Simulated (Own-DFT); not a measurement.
# Shaking the atoms of hexagonal WC, 64 atoms (C32W32)

All numbers below are calculated, not measured. The program, named Own-DFT, is a retired in-house plane-wave density functional code that no person has reviewed. Each row is one single-point run on a periodic cell that was not relaxed, without spin or spin-orbit coupling.

Settings of every run: PBE; PseudoDojo norm-conserving scalar-relativistic files; cutoff 50 hartree; 4 x 4 x 4 k mesh centred on Gamma; cold (Marzari-Vanderbilt) smearing of 0.2 eV.

Known limits, some of them of some rows only: some atoms lie very close together; forces on such cells moved up to 12 meV/angstrom on a denser k mesh; stress not checked against mesh or cutoff.

Cell vectors in Å: (5.833, -5.052, -2.839); (0.000, -5.052, 8.518); (-5.833, -5.052, -2.839). In each run every atom was moved at random and independently from its ideal site; u is the rms move along one axis. E is the free energy for each atom above the fitted value at u = 0, and F the rms of the force components.

| run | u (Å) | E (meV/atom) | F (eV/Å) | largest force (eV/Å) | P (GPa) |
|---|---|---|---|---|---|
| 1 | 0.0195 | 14.2 | 0.541 | 2.05 | 3.28 |
| 2 | 0.0197 | 13.9 | 0.533 | 2.10 | 3.26 |
| 3 | 0.0201 | 15.4 | 0.575 | 2.89 | 3.35 |
| 4 | 0.0508 | 100.5 | 1.498 | 6.20 | 6.66 |
| 5 | 0.0513 | 98.5 | 1.455 | 5.41 | 6.62 |
| 6 | 0.0947 | ? | ? | ? | ? |
| 7 | 0.0973 | 364.8 | 2.839 | 9.77 | 17.81 |
| 8 | 0.1040 | 381.2 | 2.915 | 10.75 | 17.71 |
| 9 | 0.1466 | 801.1 | 4.298 | 15.21 | 33.82 |

## Worked fit

For small independent moves the energy grows as E = (3/2) K u², with K the mean stiffness felt by one atom. The runs with u up to 0.11 Å give K = 24.9 ± 0.5 eV/Å², with residuals divided by u² + 0.0006 Å², since the noise grows with the moves. The scatter is 3.7 meV/atom at u = 0.05 Å. The forces follow F = G u with G = 28.4 eV/Å²; no force at u = 0 is resolved. G exceeds K because the moves of its neighbours add to the force on an atom, and stiffness differs between atoms. At u = 0.147 Å the parabola gives 803 meV/atom and the run 801. The pressure follows P = 2.78 + 1469 u² GPa: at fixed volume, shortened bonds push harder than stretched ones pull.

## Withheld run

Question: what energy and rms force should run 6 give?

The fit gives 335 ± 13 meV/atom and about 2.69 eV/Å. The calculation gave 348.4 meV/atom and 2.845 eV/Å.
